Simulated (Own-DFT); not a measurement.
# Response to strain: 2H SiC, 72 atoms (C36Si36)

Calculated results; nothing here was measured. They come from Own-DFT, an in-house plane-wave density functional program, since retired, whose code no person has reviewed. Each row is one single-point run on a periodic cell that was not relaxed, without spin or spin-orbit coupling.

Settings of every run: PBE; PseudoDojo norm-conserving scalar-relativistic files; cutoff 42 hartree; 4 x 4 x 3 k mesh centred on Gamma; Fermi-Dirac smearing of 0.1 eV.

Known limits: forces on such cells passed a denser k mesh, each cell not checked; stress not checked against mesh or cutoff.

Unstrained cell vectors in Å: (9.248, 0.000, 0.000); (-4.624, 8.009, 0.000); (0.000, 0.000, 10.068). The unstrained cell has measured lattice constants (interpolated for alloys), not those of this functional. That, the random moves and any unrelaxed bonds set the pressure at no strain. Each run strains this cell uniformly, with the atoms carried along. Every atom was also moved at random, by a Gaussian of width 0.05 Å on each axis. Strain is the symmetric tensor, in per cent. Stress is positive in tension, and the pressure is minus a third of its trace.

| run | e_xx (%) | e_yy (%) | e_zz (%) | e_yz (%) | e_xz (%) | e_xy (%) | s_xx (GPa) | s_yy (GPa) | s_zz (GPa) | s_yz (GPa) | s_xz (GPa) | s_xy (GPa) | P (GPa) | E (meV/atom) |
|---|---|---|---|---|---|---|---|---|---|---|---|---|---|---|
| 1 | 1.87 | 0.00 | -0.83 | -0.22 | -0.51 | -0.19 | 6.15 | -3.45 | -11.44 | -0.22 | -2.28 | -0.40 | 2.92 | 1.6 |
| 2 | -0.30 | 1.46 | -0.73 | 1.39 | 0.56 | -1.60 | -5.13 | 3.49 | -13.44 | 3.75 | 0.62 | -7.13 | 5.03 | 37.2 |
| 3 | -1.02 | -0.56 | -0.57 | 0.70 | -1.90 | -0.36 | -11.86 | -8.37 | -11.43 | 2.05 | -6.25 | -2.54 | 10.55 | 28.1 |
| 4 | -1.68 | -1.23 | -1.13 | 1.52 | 0.67 | -0.89 | -15.94 | -14.07 | -16.59 | 4.86 | 1.54 | -4.31 | 15.53 | 42.0 |
| 5 | -0.97 | -0.99 | -1.14 | 0.95 | -1.94 | -1.29 | -12.16 | -10.47 | -16.41 | 3.21 | -6.51 | -4.91 | 13.01 | 36.8 |
| 6 | 1.89 | 1.24 | -1.24 | 1.89 | 0.29 | 0.52 | 6.82 | 2.83 | -14.53 | 5.97 | 0.90 | 2.11 | 1.63 | 25.1 |
| 7 | -1.40 | -0.53 | -0.59 | -1.16 | -1.90 | 0.63 | -11.93 | -9.68 | -12.62 | -4.55 | -5.25 | 4.05 | 11.41 | 26.1 |
| 8 | 1.54 | -0.52 | -1.57 | -0.60 | 1.96 | 1.53 | 3.11 | -4.78 | -19.95 | -2.38 | 5.92 | 7.16 | 7.21 | 36.0 |
| 9 | 1.25 | -1.13 | -1.46 | 0.98 | 0.82 | -1.72 | 1.44 | -9.15 | -19.04 | 3.45 | 2.42 | -7.41 | 8.91 | 35.7 |
| 10 | 1.86 | 0.30 | -1.75 | 0.29 | -0.16 | 0.48 | 6.10 | -1.74 | -20.18 | 0.80 | -0.73 | 1.19 | 5.27 | 46.1 |
| 11 | -1.58 | 0.02 | -0.86 | -0.19 | -0.10 | -1.95 | -16.26 | -8.13 | -13.13 | -0.72 | -1.02 | -8.90 | 12.51 | 67.3 |
| 12 | -0.65 | -0.49 | 1.40 | 0.53 | 0.04 | -0.14 | -6.02 | -7.02 | -0.03 | 1.67 | -0.22 | 0.28 | 4.36 | 0.0 |
| 13 | -1.48 | 1.59 | 1.72 | 1.65 | -1.30 | 0.43 | -11.14 | 3.41 | 2.75 | 5.18 | -4.05 | 2.79 | 1.66 | 11.2 |
| 14 | -0.45 | 0.93 | 1.85 | -0.56 | 0.28 | 0.04 | -5.56 | 0.80 | 3.57 | -1.95 | 0.58 | -0.32 | 0.40 | 1.6 |
| 15 | -0.29 | 1.09 | -1.00 | -0.60 | -0.66 | -1.34 | -5.97 | 0.65 | -13.33 | -1.70 | -1.79 | -7.53 | 6.22 | 20.8 |
| 16 | 1.18 | 0.32 | -0.21 | -0.99 | 1.42 | -1.43 | 1.65 | -2.84 | -6.80 | -2.98 | 5.32 | -6.61 | 2.67 | 21.2 |
| 17 | -0.91 | -0.14 | 0.90 | -0.96 | -1.96 | -0.74 | ? | ? | ? | ? | ? | ? | ? | ? |

E is the free energy for each atom above the lowest run shown.

## Worked fit

Each stress component was fitted by least squares to a constant and the strains of the runs shown, as fractions, with shears doubled. Shear strains stay in the fit of a normal stress only where such slopes are resolved. The slopes, in GPa:

```
stress  at no strain  per e_xx  per e_yy  per e_zz  scatter
  s_xx          -4.3  604 ± 21   51 ± 29   87 ± 26     0.94
  s_yy          -4.5  116 ± 20  521 ± 29   49 ± 26     0.92
  s_zz          -8.2   21 ± 27   59 ± 39  643 ± 35     1.25
```

Each shear stress against twice its own strain: yz 163 ± 4, xz 153 ± 7, xy 231 ± 12 GPa. These are stiffnesses along x, y and z of the frame in which the cell vectors are given, which need not be the crystal's axes. The atoms are held to the strained lattice; where symmetry lets them move under strain, relaxing them would lower some slopes. The table should be nearly symmetric about its diagonal, and what it lacks of that shows the noise. A ninth of its sum, 239 ± 6 GPa, estimates the bulk modulus near the mean pressure of these runs, 6.8 GPa, so it lies above the value at zero pressure.

## Withheld run

Question: what normal stresses and pressure should run 17 give?

The fit gives s_xx = -9.1, s_yy = -5.8, s_zz = -2.7 and P = 5.9 GPa. The calculation gave -10.51, -5.18, -4.32 and P = 6.67 GPa.
